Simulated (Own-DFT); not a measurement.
# Response to strain: C40 NbSi2, 36 atoms (Nb12Si24)

Calculated results; nothing here was measured. The program, named Own-DFT, is a retired in-house plane-wave density functional code that no person has reviewed. Each row is one single-point run on a periodic cell that was not relaxed, without spin or spin-orbit coupling.

Settings of every run: PBE; PseudoDojo norm-conserving scalar-relativistic files; cutoff 42 hartree; 4 x 4 x 5 k mesh centred on Gamma; cold (Marzari-Vanderbilt) smearing of 0.2 eV.

Known limits: forces on such cells failed a check on a denser k mesh; stress not checked against mesh or cutoff.

Unstrained cell vectors in Å: (0.000, 8.324, 0.000); (-9.613, 0.000, 0.000); (0.000, 0.000, 6.586). The unstrained cell was taken from the Materials Project. The random moves and any unrelaxed bonds add to the pressure at no strain. Each run strains this cell uniformly, with the atoms carried along. Every atom was also moved at random, by a Gaussian of width 0.05 Å on each axis. Strain is the symmetric tensor, in per cent. Stress is positive in tension, and the pressure is minus a third of its trace.

| run | e_xx (%) | e_yy (%) | e_zz (%) | e_yz (%) | e_xz (%) | e_xy (%) | s_xx (GPa) | s_yy (GPa) | s_zz (GPa) | s_yz (GPa) | s_xz (GPa) | s_xy (GPa) | P (GPa) | E (meV/atom) |
|---|---|---|---|---|---|---|---|---|---|---|---|---|---|---|
| 1 | -0.97 | -0.50 | -0.30 | 0.41 | -1.73 | -1.50 | -6.47 | -5.23 | -6.31 | 1.04 | -5.48 | -4.40 | 6.01 | 6.0 |
| 2 | -0.83 | -0.22 | 1.58 | -1.18 | -0.99 | -1.35 | -4.19 | -2.93 | 2.44 | -3.52 | -3.20 | -4.09 | 1.56 | 6.3 |
| 3 | -1.51 | 0.35 | -1.05 | -0.85 | -1.59 | 0.65 | -8.55 | -3.40 | -10.17 | -2.39 | -5.62 | 2.56 | 7.37 | 18.2 |
| 4 | 0.43 | -0.62 | 0.59 | 0.84 | -1.19 | 0.47 | -1.87 | -3.56 | -1.59 | 2.38 | -3.48 | 2.03 | 2.34 | 12.3 |
| 5 | 0.84 | -1.27 | -0.17 | 1.80 | 0.47 | -1.39 | -1.18 | -6.93 | -6.22 | 5.71 | 2.66 | -3.81 | 4.78 | 34.7 |
| 6 | 1.36 | 0.61 | -1.75 | 0.80 | -1.50 | -1.79 | 0.42 | -0.21 | -10.95 | 2.20 | -5.39 | -4.73 | 3.58 | 23.5 |
| 7 | 0.30 | -0.61 | 1.02 | -2.00 | 1.25 | 1.33 | -1.63 | -2.88 | -0.31 | -5.28 | 3.44 | 3.29 | 1.61 | 13.1 |
| 8 | 0.21 | 0.58 | 0.02 | 1.74 | 1.16 | 0.45 | -1.21 | 0.34 | -3.30 | 5.50 | 3.46 | 1.33 | 1.39 | 0.0 |
| 9 | -0.99 | 0.31 | -0.13 | -1.20 | -1.18 | -0.01 | -5.90 | -2.45 | -4.24 | -3.79 | -3.43 | -0.43 | 4.19 | 2.9 |
| 10 | 1.46 | -0.07 | 1.15 | -1.93 | -0.45 | 1.49 | 3.57 | -0.68 | 2.06 | -5.62 | -1.47 | 4.07 | -1.65 | 6.1 |
| 11 | 0.34 | -0.38 | 1.41 | -0.12 | -1.04 | 1.78 | -0.79 | -2.44 | 2.39 | -0.24 | -2.84 | 4.92 | 0.28 | 8.0 |
| 12 | -0.68 | -1.24 | 1.20 | -0.58 | -0.07 | -0.51 | -5.41 | -6.04 | -0.78 | -1.53 | -0.32 | -1.79 | 4.08 | 14.4 |
| 13 | -0.09 | -1.08 | 0.56 | -1.48 | -0.21 | 1.24 | -3.51 | -6.45 | -2.18 | -4.33 | -1.32 | 3.77 | 4.05 | 15.6 |
| 14 | -1.26 | -1.76 | 1.48 | -0.08 | 1.09 | 0.22 | -6.94 | -8.53 | 0.48 | -0.75 | 2.83 | 0.93 | 5.00 | 4.0 |
| 15 | -1.78 | -1.85 | 0.85 | -1.22 | -0.46 | 0.61 | -9.91 | -9.93 | -3.12 | -3.49 | -1.53 | 2.60 | 7.66 | 12.6 |
| 16 | -1.21 | 0.00 | 0.78 | -0.10 | 0.10 | -0.84 | ? | ? | ? | ? | ? | ? | ? | ? |

E is the free energy for each atom above the lowest run shown.

## Worked fit

Each stress component was fitted by least squares to a constant and the strains of the runs shown, as fractions, with shears doubled. Shear strains stay in the fit of a normal stress only where such slopes are resolved. The slopes, in GPa:

| stress | at no strain | per e_xx | per e_yy | per e_zz | scatter |
|---|---|---|---|---|---|
| s_xx | -2.8 | 333 ± 8 | 101 ± 13 | 99 ± 10 | 0.30 |
| s_yy | -2.4 | 86 ± 11 | 369 ± 16 | 85 ± 13 | 0.39 |
| s_zz | -4.1 | 53 ± 12 | 113 ± 18 | 473 ± 14 | 0.44 |

Each shear stress against twice its own strain: yz 146 ± 4, xz 149 ± 8, xy 152 ± 5 GPa. These are stiffnesses along x, y and z of the frame in which the cell vectors are given, which need not be the crystal's axes. The atoms are held to the strained lattice; where symmetry lets them move under strain, relaxing them would lower some slopes. The table should be nearly symmetric about its diagonal, and what it lacks of that shows the noise. A ninth of its sum, 190 ± 9 GPa, estimates the bulk modulus near the mean pressure of these runs, 3.5 GPa, so it lies above the value at zero pressure.

## Withheld run

Question: what normal stresses and pressure should run 16 give?

The fit gives s_xx = -6.0, s_yy = -2.7, s_zz = -1.1 and P = 3.3 GPa. The calculation gave -6.42, -2.34, -0.76 and P = 3.18 GPa.
